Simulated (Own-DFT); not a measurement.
## Calculated data, GaP (zincblende, atoms displaced)

All values are calculated (Own-DFT development build). A calculation, not a measurement: plane-wave PBE density functional theory by an unreviewed code, no spin, of a simulated periodic cell, stress positive in tension, free energy of the whole cell less one offset for each atom, forces on such cells passed a denser k mesh, this cell's mesh not checked; offsets are fitted by least squares, one for each functional and potential file, so energies compare only between cells with the same atoms and settings and are not formation energies; the far tail of each file's local potential was reset to the Coulomb form; each entry is a single point on an unrelaxed cell, so the pressure reflects the starting lattice, mostly measured values (interpolated for alloys), from which strain is counted, and rises with the displacements; printed positions are rounded, which can move forces by about a meV/angstrom; the program, named Own-DFT, is a retired in-house code; no spin-orbit coupling.

Settings shared by all entries: functional PBE; potential files PseudoDojo norm-conserving, scalar-relativistic, standard set; wave cutoff 42 hartree; occupations Fermi-Dirac; smearing width 0.1 eV; hardware one NVIDIA H200; k mesh 2 x 3 x 3 centred on Gamma.

(1) 
```cif
# cell vector a (Å): 16.3515 0.0000 0.0000
# cell vector b (Å): 0.0000 10.9010 0.0000
# cell vector c (Å): 0.0000 0.0000 10.9010
data_GaP
_symmetry_space_group_name_H-M 'P 1'
_symmetry_Int_Tables_number 1
_cell_length_a 16.3515
_cell_length_b 10.9010
_cell_length_c 10.9010
_cell_angle_alpha 90.000
_cell_angle_beta 90.000
_cell_angle_gamma 90.000
_cell_volume 1943.08
loop_
_atom_site_label
_atom_site_type_symbol
_atom_site_fract_x
_atom_site_fract_y
_atom_site_fract_z
_atom_site_occupancy
Ga1 Ga 0.99979 0.00198 0.00069 1
Ga2 Ga 0.99927 0.25133 0.24945 1
Ga3 Ga 0.16685 0.00052 0.24696 1
Ga4 Ga 0.16797 0.25191 0.99828 1
P1 P 0.08189 0.12662 0.12434 1
P2 P 0.08441 0.37472 0.37591 1
P3 P 0.25045 0.12522 0.37439 1
P4 P 0.25074 0.37628 0.12692 1
Ga5 Ga 0.00080 0.99978 0.50020 1
Ga6 Ga 0.00025 0.24945 0.75151 1
Ga7 Ga 0.16887 0.00280 0.74949 1
Ga8 Ga 0.16537 0.25077 0.49744 1
P5 P 0.08219 0.12659 0.62484 1
P6 P 0.08532 0.37910 0.87153 1
P7 P 0.24935 0.12657 0.87263 1
P8 P 0.24997 0.37220 0.62437 1
Ga9 Ga 0.99968 0.49904 0.99955 1
Ga10 Ga 0.99944 0.75112 0.24717 1
Ga11 Ga 0.16726 0.49884 0.24856 1
Ga12 Ga 0.16890 0.75182 0.00036 1
P9 P 0.08204 0.62295 0.12571 1
P10 P 0.08383 0.87647 0.37340 1
P11 P 0.25074 0.62466 0.37661 1
P12 P 0.24987 0.87572 0.12509 1
Ga13 Ga 0.00147 0.49974 0.49986 1
Ga14 Ga 0.00095 0.74970 0.75078 1
Ga15 Ga 0.16743 0.50166 0.74720 1
Ga16 Ga 0.16692 0.75003 0.49963 1
P13 P 0.08336 0.62452 0.62440 1
P14 P 0.08481 0.87635 0.87542 1
P15 P 0.25011 0.62649 0.87331 1
P16 P 0.24957 0.87625 0.62404 1
Ga17 Ga 0.33549 0.00132 0.00239 1
Ga18 Ga 0.33288 0.24964 0.25173 1
Ga19 Ga 0.49843 0.99999 0.25122 1
Ga20 Ga 0.49819 0.24947 0.99795 1
P17 P 0.41840 0.12736 0.13099 1
P18 P 0.41465 0.37231 0.37338 1
P19 P 0.58370 0.12392 0.37466 1
P20 P 0.58474 0.37452 0.12279 1
Ga21 Ga 0.33297 0.99872 0.49893 1
Ga22 Ga 0.33394 0.24780 0.75077 1
Ga23 Ga 0.49988 0.00202 0.74787 1
Ga24 Ga 0.49975 0.24773 0.49788 1
P21 P 0.41604 0.12183 0.62527 1
P22 P 0.41626 0.37565 0.87640 1
P23 P 0.58347 0.12281 0.87572 1
P24 P 0.58346 0.37597 0.62646 1
Ga25 Ga 0.33366 0.50241 0.99872 1
Ga26 Ga 0.33077 0.75032 0.25285 1
Ga27 Ga 0.50090 0.49940 0.25033 1
Ga28 Ga 0.49948 0.75287 0.99943 1
P25 P 0.41684 0.62699 0.12674 1
P26 P 0.41777 0.87722 0.37442 1
P27 P 0.58294 0.62510 0.37592 1
P28 P 0.58029 0.87349 0.12482 1
Ga29 Ga 0.33366 0.50204 0.50314 1
Ga30 Ga 0.33434 0.74834 0.75296 1
Ga31 Ga 0.49881 0.49992 0.75069 1
Ga32 Ga 0.50137 0.75237 0.49964 1
P29 P 0.41593 0.62388 0.62586 1
P30 P 0.41569 0.87682 0.87653 1
P31 P 0.58492 0.62631 0.87608 1
P32 P 0.58406 0.87753 0.62654 1
Ga33 Ga 0.66678 0.00236 0.00143 1
Ga34 Ga 0.66607 0.25292 0.24907 1
Ga35 Ga 0.83222 0.00189 0.25011 1
Ga36 Ga 0.83277 0.24974 0.00138 1
P33 P 0.74879 0.12273 0.12197 1
P34 P 0.74952 0.37548 0.37384 1
P35 P 0.91686 0.12150 0.37518 1
P36 P 0.91588 0.37334 0.12394 1
Ga37 Ga 0.66590 0.99922 0.49865 1
Ga38 Ga 0.66865 0.25025 0.75273 1
Ga39 Ga 0.83310 0.00009 0.74958 1
Ga40 Ga 0.83457 0.24866 0.50171 1
P37 P 0.75139 0.12382 0.62381 1
P38 P 0.75109 0.37157 0.87470 1
P39 P 0.91630 0.12672 0.87568 1
P40 P 0.91577 0.37811 0.62678 1
Ga41 Ga 0.66776 0.50190 0.99908 1
Ga42 Ga 0.66763 0.75033 0.25242 1
Ga43 Ga 0.83335 0.49860 0.24810 1
Ga44 Ga 0.83466 0.74651 0.00126 1
P41 P 0.74942 0.62819 0.12656 1
P42 P 0.75076 0.87761 0.37597 1
P43 P 0.91660 0.62597 0.37497 1
P44 P 0.91738 0.87387 0.12557 1
Ga45 Ga 0.66665 0.49525 0.50008 1
Ga46 Ga 0.66754 0.74968 0.74840 1
Ga47 Ga 0.83312 0.49991 0.74982 1
Ga48 Ga 0.83263 0.75161 0.49841 1
P45 P 0.74912 0.62511 0.62403 1
P46 P 0.74991 0.87628 0.87594 1
P47 P 0.91886 0.62500 0.87542 1
P48 P 0.91627 0.87477 0.62695 1
_calc_free_energy_of_cell_above_offsets '-53.761'  # eV
_calc_pressure 2.68  # GPa
_calc_stress_xx -2.69  # GPa
_calc_stress_yy -2.68  # GPa
_calc_stress_zz -2.69  # GPa
_calc_stress_yz -0.07  # GPa
_calc_stress_xz -0.02  # GPa
_calc_stress_xy 0.07  # GPa
_calc_wall_time 916.3  # s
```

Force:
```csv
element,x (eV/Å),y (eV/Å),z (eV/Å)
Ga,-0.036,-0.229,-0.145
Ga,0.027,-0.161,0.254
Ga,-0.121,0.181,0.197
Ga,-0.245,0.093,0.134
P,0.364,0.147,-0.066
P,-0.293,0.143,-0.361
P,-0.243,-0.132,0.032
P,0.114,-0.164,-0.396
Ga,-0.065,-0.198,0.108
Ga,-0.068,0.331,-0.068
Ga,-0.46,-0.216,-0.166
Ga,0.228,-0.28,0.272
P,0.238,-0.103,-0.016
P,-0.246,-0.353,0.345
P,0.405,-0.165,0.598
P,0.078,0.196,0.022
Ga,0.163,-0.117,-0.037
Ga,0.178,-0.144,0.414
Ga,-0.105,0.221,0.242
Ga,-0.455,-0.274,0.012
P,0.375,0.248,-0.181
P,-0.007,-0.196,0.018
P,-0.27,-0.128,-0.025
P,0.233,0.063,0.017
Ga,-0.312,0.053,-0.024
Ga,0.083,0.176,-0.038
Ga,0.177,-0.048,-0.064
Ga,-0.134,0.102,-0.037
P,0.058,0.218,-0.04
P,-0.059,0.078,-0.046
P,-0.098,-0.207,0.197
P,0.221,-0.297,0.202
Ga,-0.277,0.289,0.025
Ga,-0.171,0.032,-0.17
Ga,0.49,-0.031,-0.071
Ga,0.374,-0.021,0.241
P,-0.339,-0.042,-0.62
P,0.406,0.518,0.397
P,0.03,0.117,-0.171
P,-0.344,0.173,-0.089
Ga,-0.007,0.04,0.015
Ga,0.053,0.239,-0.152
Ga,-0.002,-0.251,0.348
Ga,-0.026,0.181,0.276
P,0.013,0.394,-0.209
P,-0.119,-0.09,-0.216
P,-0.105,0.352,-0.14
P,-0.164,-0.456,0.007
Ga,-0.041,0.03,0.306
Ga,0.431,0.094,-0.156
Ga,-0.15,-0.102,-0.09
Ga,-0.069,-0.387,-0.051
P,-0.089,-0.054,-0.103
P,-0.379,-0.392,0.172
P,0.214,-0.144,0.075
P,0.655,0.363,0.267
Ga,-0.083,-0.492,-0.281
Ga,-0.13,0.406,-0.364
Ga,0.327,0.114,0.114
Ga,-0.167,-0.112,0.195
P,0.376,0.433,-0.019
P,0.275,0,-0.312
P,-0.412,-0.002,-0.219
P,-0.083,-0.279,-0.119
Ga,-0.384,-0.691,-0.126
Ga,0.11,-0.409,-0.009
Ga,0.171,-0.209,-0.241
Ga,0.037,-0.199,-0.1
P,0.195,0.515,0.601
P,0.331,-0.293,0.109
P,0.032,0.498,-0.046
P,0.085,0.176,0.044
Ga,0.154,0.202,0.192
Ga,-0.348,-0.295,-0.402
Ga,0.062,0.007,0.198
Ga,-0.016,0.2,-0.232
P,-0.378,0.096,0.102
P,0.016,0.635,0.238
P,-0.01,-0.178,-0.026
P,0.35,-0.381,-0.248
Ga,0.11,-0.175,0.058
Ga,-0.355,0.235,-0.063
Ga,-0.013,0.295,0.169
Ga,-0.093,0.42,-0.197
P,0.156,-0.428,-0.11
P,-0.2,-0.166,-0.169
P,0.06,-0.149,-0.101
P,-0.317,0.358,-0.172
Ga,-0.093,0.483,0.001
Ga,-0.015,0.164,0.219
Ga,-0.079,0.262,0.164
Ga,0.159,-0.165,0.252
P,0.161,-0.125,-0.104
P,0.112,-0.241,0.058
P,-0.386,-0.135,-0.091
P,0.171,-0.066,-0.211
```

(2) 
```cif
# cell vector a (Å): 16.3515 0.0000 0.0000
# cell vector b (Å): 0.0000 10.9010 0.0000
# cell vector c (Å): 0.0000 0.0000 10.9010
data_GaP
_symmetry_space_group_name_H-M 'P 1'
_symmetry_Int_Tables_number 1
_cell_length_a 16.3515
_cell_length_b 10.9010
_cell_length_c 10.9010
_cell_angle_alpha 90.000
_cell_angle_beta 90.000
_cell_angle_gamma 90.000
_cell_volume 1943.08
loop_
_atom_site_label
_atom_site_type_symbol
_atom_site_fract_x
_atom_site_fract_y
_atom_site_fract_z
_atom_site_occupancy
Ga1 Ga 0.99865 0.00058 0.99706 1
Ga2 Ga 0.00035 0.25122 0.25088 1
Ga3 Ga 0.16841 0.00199 0.24922 1
Ga4 Ga 0.16559 0.25270 0.00053 1
P1 P 0.08381 0.12384 0.12836 1
P2 P 0.08153 0.37358 0.37358 1
P3 P 0.24974 0.12457 0.37519 1
P4 P 0.24853 0.37420 0.12536 1
Ga5 Ga 0.00001 0.99916 0.49858 1
Ga6 Ga 0.99927 0.25247 0.74971 1
Ga7 Ga 0.16687 0.00033 0.74869 1
Ga8 Ga 0.16644 0.25175 0.50218 1
P5 P 0.08344 0.12343 0.62203 1
P6 P 0.08241 0.37405 0.87761 1
P7 P 0.24940 0.12192 0.87550 1
P8 P 0.24940 0.37431 0.62501 1
Ga9 Ga 0.99990 0.49772 0.00198 1
Ga10 Ga 0.99800 0.74829 0.25033 1
Ga11 Ga 0.16638 0.50138 0.24798 1
Ga12 Ga 0.16613 0.75233 0.00102 1
P9 P 0.08416 0.62814 0.12769 1
P10 P 0.08436 0.87307 0.37642 1
P11 P 0.25134 0.62682 0.37407 1
P12 P 0.25274 0.87895 0.12287 1
Ga13 Ga 0.00075 0.50088 0.50117 1
Ga14 Ga 0.99892 0.74836 0.75193 1
Ga15 Ga 0.16601 0.50028 0.74980 1
Ga16 Ga 0.16758 0.74733 0.50060 1
P13 P 0.08375 0.62229 0.62449 1
P14 P 0.08274 0.87527 0.87526 1
P15 P 0.24733 0.62153 0.87761 1
P16 P 0.25110 0.87364 0.62691 1
Ga17 Ga 0.33241 0.00256 0.00206 1
Ga18 Ga 0.33363 0.24933 0.24890 1
Ga19 Ga 0.49909 0.00132 0.25043 1
Ga20 Ga 0.49754 0.25311 0.99903 1
P17 P 0.41579 0.12529 0.12426 1
P18 P 0.41542 0.37448 0.37496 1
P19 P 0.58349 0.12092 0.37528 1
P20 P 0.58047 0.37509 0.12425 1
Ga21 Ga 0.33384 0.99879 0.49902 1
Ga22 Ga 0.33433 0.24885 0.75286 1
Ga23 Ga 0.49914 0.00330 0.75021 1
Ga24 Ga 0.50018 0.24634 0.50124 1
P21 P 0.41673 0.13058 0.62558 1
P22 P 0.41698 0.37568 0.87252 1
P23 P 0.58124 0.12722 0.87721 1
P24 P 0.58301 0.37386 0.62671 1
Ga25 Ga 0.33351 0.49872 0.00241 1
Ga26 Ga 0.33257 0.74811 0.25178 1
Ga27 Ga 0.50047 0.50155 0.25287 1
Ga28 Ga 0.50008 0.74893 0.99959 1
P25 P 0.41758 0.62193 0.12376 1
P26 P 0.41616 0.87660 0.37323 1
P27 P 0.58363 0.62874 0.37610 1
P28 P 0.58487 0.87762 0.12989 1
Ga29 Ga 0.33716 0.50130 0.49740 1
Ga30 Ga 0.33338 0.74852 0.74777 1
Ga31 Ga 0.50179 0.50238 0.74998 1
Ga32 Ga 0.49950 0.75101 0.49979 1
P29 P 0.41690 0.62320 0.62382 1
P30 P 0.41919 0.87476 0.87166 1
P31 P 0.58373 0.62506 0.87705 1
P32 P 0.58573 0.87364 0.62427 1
Ga33 Ga 0.66670 0.00093 0.99955 1
Ga34 Ga 0.66593 0.24997 0.24891 1
Ga35 Ga 0.83293 0.00025 0.25018 1
Ga36 Ga 0.83570 0.25256 0.99950 1
P33 P 0.74886 0.12584 0.12545 1
P34 P 0.75029 0.37581 0.37458 1
P35 P 0.91639 0.12291 0.37641 1
P36 P 0.91716 0.37467 0.12368 1
Ga37 Ga 0.66631 0.99948 0.50016 1
Ga38 Ga 0.66722 0.25200 0.75164 1
Ga39 Ga 0.83520 0.00087 0.75137 1
Ga40 Ga 0.83383 0.25212 0.50210 1
P37 P 0.75203 0.12612 0.62221 1
P38 P 0.75256 0.37710 0.87439 1
P39 P 0.91731 0.12607 0.87603 1
P40 P 0.91575 0.37354 0.62521 1
Ga41 Ga 0.66467 0.50272 0.99868 1
Ga42 Ga 0.66495 0.75169 0.25244 1
Ga43 Ga 0.83433 0.50116 0.24867 1
Ga44 Ga 0.83356 0.75123 0.99768 1
P41 P 0.74868 0.62781 0.12349 1
P42 P 0.75081 0.87375 0.37610 1
P43 P 0.91381 0.62469 0.37485 1
P44 P 0.91823 0.87388 0.12406 1
Ga45 Ga 0.66617 0.49938 0.49928 1
Ga46 Ga 0.66496 0.75006 0.74888 1
Ga47 Ga 0.83434 0.50279 0.74787 1
Ga48 Ga 0.83363 0.74694 0.49893 1
P45 P 0.74994 0.62062 0.62480 1
P46 P 0.74919 0.87237 0.87479 1
P47 P 0.91358 0.62398 0.87308 1
P48 P 0.91680 0.87677 0.62351 1
_calc_free_energy_of_cell_above_offsets '-53.566'  # eV
_calc_pressure 2.72  # GPa
_calc_stress_xx -2.71  # GPa
_calc_stress_yy -2.71  # GPa
_calc_stress_zz -2.73  # GPa
_calc_stress_yz 0  # GPa
_calc_stress_xz -0.25  # GPa
_calc_stress_xy -0.02  # GPa
_calc_wall_time 887.2  # s
```

Force:
```csv
element,x (eV/Å),y (eV/Å),z (eV/Å)
Ga,0.385,0.005,0.454
Ga,-0.285,-0.433,-0.081
Ga,-0.141,-0.403,0.179
Ga,0.064,-0.584,0.054
P,-0.234,0.157,-0.521
P,0.449,0.436,0.247
P,0.118,0.235,0.183
P,0.284,0.063,0.051
Ga,0.135,-0.093,-0.032
Ga,0.271,-0.384,-0.055
Ga,-0.143,-0.156,0.006
Ga,-0.023,-0.158,-0.352
P,-0.15,0.258,0.403
P,0.036,0.211,-0.424
P,-0.056,0.526,0.023
P,0.424,0.285,0.076
Ga,0.055,0.584,-0.152
Ga,0.253,0.188,0.267
Ga,0.011,-0.135,0.376
Ga,0.175,0.068,0.004
P,-0.322,-0.248,-0.36
P,-0.034,0.045,-0.307
P,-0.248,-0.519,0.194
P,-0.425,-0.633,0.411
Ga,-0.314,-0.228,-0.265
Ga,0.063,0.137,-0.291
Ga,0,-0.358,0.097
Ga,-0.017,0.231,0.074
P,-0.126,0.387,0.204
P,0.056,-0.01,-0.181
P,0.476,0.443,-0.14
P,-0.171,0.1,-0.311
Ga,0.52,-0.272,-0.595
Ga,-0.254,0.001,0.124
Ga,0.007,-0.039,-0.145
Ga,0.051,-0.196,0.11
P,0.227,0.149,0.035
P,0.534,-0.23,-0.098
P,-0.063,0.507,-0.013
P,0.383,0.132,0.138
Ga,-0.056,0.259,0.254
Ga,-0.478,0.152,-0.119
Ga,0.336,-0.136,-0.298
Ga,0.19,0.454,-0.317
P,-0.235,-0.853,-0.075
P,-0.156,0.305,0.172
P,0.36,-0.05,-0.143
P,0.049,0.12,-0.287
Ga,-0.13,-0.127,-0.276
Ga,0.314,0.304,-0.576
Ga,-0.017,-0.125,-0.042
Ga,0.133,0.383,0.301
P,-0.155,0.415,0.295
P,0.092,-0.268,0.15
P,-0.133,-0.439,0.079
P,-0.456,-0.178,-0.628
Ga,-0.741,-0.228,0.22
Ga,-0.031,-0.2,0.515
Ga,-0.13,-0.168,-0.014
Ga,-0.038,0.157,0.062
P,0.208,0.272,0.149
P,-0.564,0.017,0.411
P,-0.172,0.225,-0.403
P,-0.678,0.381,0.106
Ga,-0.067,-0.051,-0.006
Ga,-0.098,0.105,0.135
Ga,0.021,-0.135,-0.111
Ga,-0.509,-0.28,0.073
P,0.41,0.074,-0.229
P,-0.035,-0.093,-0.143
P,-0.009,0.422,-0.189
P,0.016,0.063,0.437
Ga,0.439,-0.052,0.013
Ga,0.191,-0.286,-0.021
Ga,-0.378,-0.097,-0.12
Ga,-0.059,-0.207,-0.491
P,-0.447,-0.14,0.525
P,-0.348,0.052,0.142
P,-0.074,0.092,-0.192
P,0.311,0.46,0.004
Ga,0.471,-0.505,0.291
Ga,0.498,-0.019,-0.132
Ga,-0.459,-0.095,-0.223
Ga,-0.093,-0.061,0.302
P,0.077,-0.143,0.2
P,-0.089,0.085,-0.039
P,0.655,-0.187,0.058
P,-0.361,0.201,-0.029
Ga,-0.083,-0.106,0.023
Ga,0.423,-0.328,0.078
Ga,-0.196,-0.476,-0.009
Ga,-0.259,0.334,0.392
P,-0.187,0.577,-0.068
P,0.04,0.478,-0.198
P,0.704,0.01,0.425
P,0.017,-0.434,0.177
```

(3) 
```cif
# cell vector a (Å): 16.3515 0.0000 0.0000
# cell vector b (Å): 0.0000 10.9010 0.0000
# cell vector c (Å): 0.0000 0.0000 10.9010
data_GaP
_symmetry_space_group_name_H-M 'P 1'
_symmetry_Int_Tables_number 1
_cell_length_a 16.3515
_cell_length_b 10.9010
_cell_length_c 10.9010
_cell_angle_alpha 90.000
_cell_angle_beta 90.000
_cell_angle_gamma 90.000
_cell_volume 1943.08
loop_
_atom_site_label
_atom_site_type_symbol
_atom_site_fract_x
_atom_site_fract_y
_atom_site_fract_z
_atom_site_occupancy
Ga1 Ga 0.99811 0.99923 0.00098 1
Ga2 Ga 0.00055 0.25048 0.25143 1
Ga3 Ga 0.16414 0.99871 0.25055 1
Ga4 Ga 0.16901 0.24779 0.99631 1
P1 P 0.08435 0.12264 0.12726 1
P2 P 0.08481 0.37542 0.37543 1
P3 P 0.25038 0.12580 0.37309 1
P4 P 0.25078 0.37217 0.12636 1
Ga5 Ga 0.00136 0.00004 0.50097 1
Ga6 Ga 0.99729 0.24800 0.74975 1
Ga7 Ga 0.16768 0.99740 0.74779 1
Ga8 Ga 0.16724 0.24913 0.49909 1
P5 P 0.08142 0.12902 0.62844 1
P6 P 0.08271 0.37572 0.87486 1
P7 P 0.24896 0.12536 0.87643 1
P8 P 0.24941 0.37653 0.62553 1
Ga9 Ga 0.99950 0.50016 0.99991 1
Ga10 Ga 0.99876 0.75201 0.24742 1
Ga11 Ga 0.16693 0.49774 0.24846 1
Ga12 Ga 0.16734 0.75301 0.99888 1
P9 P 0.08478 0.62499 0.12520 1
P10 P 0.08418 0.87359 0.37542 1
P11 P 0.24917 0.62419 0.37482 1
P12 P 0.25048 0.87723 0.12634 1
Ga13 Ga 0.99980 0.49926 0.49847 1
Ga14 Ga 0.99984 0.75237 0.75022 1
Ga15 Ga 0.16660 0.49955 0.75102 1
Ga16 Ga 0.16516 0.74961 0.49961 1
P13 P 0.08339 0.62393 0.62496 1
P14 P 0.08482 0.87642 0.87577 1
P15 P 0.25008 0.62656 0.87568 1
P16 P 0.25054 0.87491 0.62733 1
Ga17 Ga 0.33229 0.00017 0.99975 1
Ga18 Ga 0.33122 0.24782 0.24755 1
Ga19 Ga 0.49891 0.99706 0.25136 1
Ga20 Ga 0.49915 0.24822 0.00141 1
P17 P 0.41759 0.12494 0.12143 1
P18 P 0.41605 0.37392 0.37257 1
P19 P 0.58320 0.12446 0.37253 1
P20 P 0.58344 0.37325 0.12487 1
Ga21 Ga 0.33207 0.99967 0.50175 1
Ga22 Ga 0.33341 0.25078 0.75225 1
Ga23 Ga 0.49958 0.00070 0.74858 1
Ga24 Ga 0.49998 0.25080 0.49871 1
P21 P 0.41778 0.12722 0.62686 1
P22 P 0.41640 0.37330 0.87510 1
P23 P 0.58228 0.12779 0.87570 1
P24 P 0.58174 0.37626 0.62347 1
Ga25 Ga 0.33094 0.49923 0.00018 1
Ga26 Ga 0.33218 0.75060 0.25228 1
Ga27 Ga 0.49992 0.49819 0.24843 1
Ga28 Ga 0.49867 0.75142 0.00032 1
P25 P 0.41671 0.62608 0.12421 1
P26 P 0.41631 0.87571 0.37498 1
P27 P 0.58256 0.62205 0.37148 1
P28 P 0.58383 0.87783 0.12791 1
Ga29 Ga 0.33466 0.49710 0.49914 1
Ga30 Ga 0.33515 0.74614 0.74776 1
Ga31 Ga 0.49822 0.49544 0.74859 1
Ga32 Ga 0.49918 0.74848 0.49961 1
P29 P 0.41434 0.62599 0.62327 1
P30 P 0.41796 0.87361 0.87417 1
P31 P 0.58355 0.62428 0.87161 1
P32 P 0.58333 0.87601 0.62565 1
Ga33 Ga 0.66550 0.99892 0.00018 1
Ga34 Ga 0.66713 0.25209 0.24972 1
Ga35 Ga 0.83393 0.00088 0.25144 1
Ga36 Ga 0.83414 0.25109 0.00066 1
P33 P 0.74848 0.12492 0.12580 1
P34 P 0.74878 0.37408 0.37618 1
P35 P 0.91815 0.12380 0.37567 1
P36 P 0.91596 0.37333 0.12570 1
Ga37 Ga 0.66580 0.00134 0.49677 1
Ga38 Ga 0.66807 0.25048 0.74830 1
Ga39 Ga 0.83435 0.99898 0.75142 1
Ga40 Ga 0.83141 0.24723 0.49860 1
P37 P 0.75015 0.12629 0.62192 1
P38 P 0.75008 0.37483 0.87345 1
P39 P 0.91677 0.12374 0.87064 1
P40 P 0.91680 0.37360 0.62324 1
Ga41 Ga 0.66757 0.50047 0.99922 1
Ga42 Ga 0.66834 0.75122 0.24848 1
Ga43 Ga 0.83390 0.50037 0.24771 1
Ga44 Ga 0.83358 0.74971 0.00217 1
P41 P 0.74959 0.62155 0.12233 1
P42 P 0.75023 0.87362 0.37020 1
P43 P 0.91633 0.62446 0.37390 1
P44 P 0.91651 0.87165 0.12611 1
Ga45 Ga 0.66524 0.49971 0.50383 1
Ga46 Ga 0.66709 0.75112 0.75017 1
Ga47 Ga 0.83339 0.49828 0.75324 1
Ga48 Ga 0.83402 0.74888 0.49556 1
P45 P 0.74896 0.62366 0.62496 1
P46 P 0.75003 0.87154 0.87483 1
P47 P 0.91707 0.62250 0.87498 1
P48 P 0.91800 0.87523 0.62484 1
_calc_free_energy_of_cell_above_offsets '-53.668'  # eV
_calc_pressure 2.7  # GPa
_calc_stress_xx -2.7  # GPa
_calc_stress_yy -2.7  # GPa
_calc_stress_zz -2.7  # GPa
_calc_stress_yz 0.11  # GPa
_calc_stress_xz 0.07  # GPa
_calc_stress_xy -0.02  # GPa
_calc_wall_time 916  # s
```

Force:
```csv
element,x (eV/Å),y (eV/Å),z (eV/Å)
Ga,0.284,0.075,-0.046
Ga,0.115,-0.083,-0.082
Ga,0.478,0.02,0.114
Ga,-0.647,0.329,0.526
P,-0.352,0.414,-0.476
P,-0.207,-0.058,-0.07
P,-0.249,-0.385,0.245
P,-0.331,0.202,-0.386
Ga,0.097,0.057,0.051
Ga,0.292,0.601,0.072
Ga,-0.278,0.522,0.2
Ga,-0.035,0.042,0.232
P,0.583,-0.546,-0.427
P,-0.039,-0.349,0.047
P,0.36,-0.397,-0.575
P,0.17,-0.272,-0.017
Ga,0.186,-0.058,0.213
Ga,0.461,-0.477,0.375
Ga,0.051,0.179,0.08
Ga,0.055,-0.166,0.268
P,-0.204,0.095,-0.142
P,-0.385,0.083,-0.013
P,0.089,-0.105,0.098
P,-0.129,-0.165,0.001
Ga,0.074,0.035,0.129
Ga,0.2,-0.329,0.098
Ga,-0.022,0.164,-0.003
Ga,0.329,-0.122,0.195
P,-0.177,0.115,0.074
P,-0.371,0.002,-0.08
P,-0.067,-0.13,-0.144
P,-0.024,-0.337,-0.364
Ga,0.25,-0.099,-0.14
Ga,0.612,-0.049,0.087
Ga,-0.003,0.45,-0.156
Ga,0.209,0.353,-0.179
P,-0.306,-0.304,0.564
P,0.003,-0.16,-0.037
P,-0.159,0.189,0.049
P,0.003,0.203,-0.221
Ga,0.265,0.257,-0.047
Ga,-0.187,-0.084,-0.222
Ga,0.157,0.037,0.24
Ga,0.008,-0.144,-0.112
P,-0.362,-0.121,-0.286
P,-0.091,0.212,0.317
P,0.303,-0.311,-0.256
P,0.163,-0.389,0.194
Ga,0.385,0.08,0.029
Ga,0.118,-0.126,-0.204
Ga,-0.13,0.061,-0.147
Ga,0.538,-0.163,0.021
P,-0.246,-0.169,0.13
P,-0.173,-0.125,0.278
P,0.25,0.364,0.339
P,-0.167,-0.492,-0.349
Ga,-0.326,0.196,-0.091
Ga,-0.272,0.427,0.451
Ga,0,0.547,0.07
Ga,0.265,0.08,-0.103
P,0.563,-0.532,-0.074
P,-0.413,0.241,-0.102
P,-0.27,-0.003,0.31
P,0.044,-0.094,-0.278
Ga,0.105,0.179,-0.191
Ga,-0.115,-0.192,0.06
Ga,-0.006,0.055,-0.268
Ga,-0.254,-0.37,-0.19
P,0.398,-0.022,-0.188
P,0.192,0.339,-0.075
P,-0.146,0.067,0.01
P,0.34,0.14,-0.031
Ga,0.113,-0.249,0.114
Ga,-0.359,-0.019,-0.006
Ga,-0.413,-0.11,-0.391
Ga,0.426,0.315,-0.116
P,-0.096,-0.558,0.404
P,-0.002,-0.15,0.301
P,-0.185,0.059,0.844
P,-0.297,0.08,0.027
Ga,-0.438,-0.225,-0.243
Ga,-0.352,-0.463,-0.118
Ga,-0.272,-0.206,0.305
Ga,-0.022,-0.331,-0.302
P,0.122,0.415,0.3
P,0.078,0.239,0.608
P,0.235,-0.044,-0.203
P,-0.248,0.604,-0.205
Ga,0.055,0.113,-0.497
Ga,-0.132,-0.214,-0.226
Ga,0.062,0.106,-0.558
Ga,-0.23,0.082,0.482
P,0.41,0.234,0.036
P,0.1,0.458,0.213
P,-0.05,0.473,0.033
P,-0.358,-0.093,-0.198
```
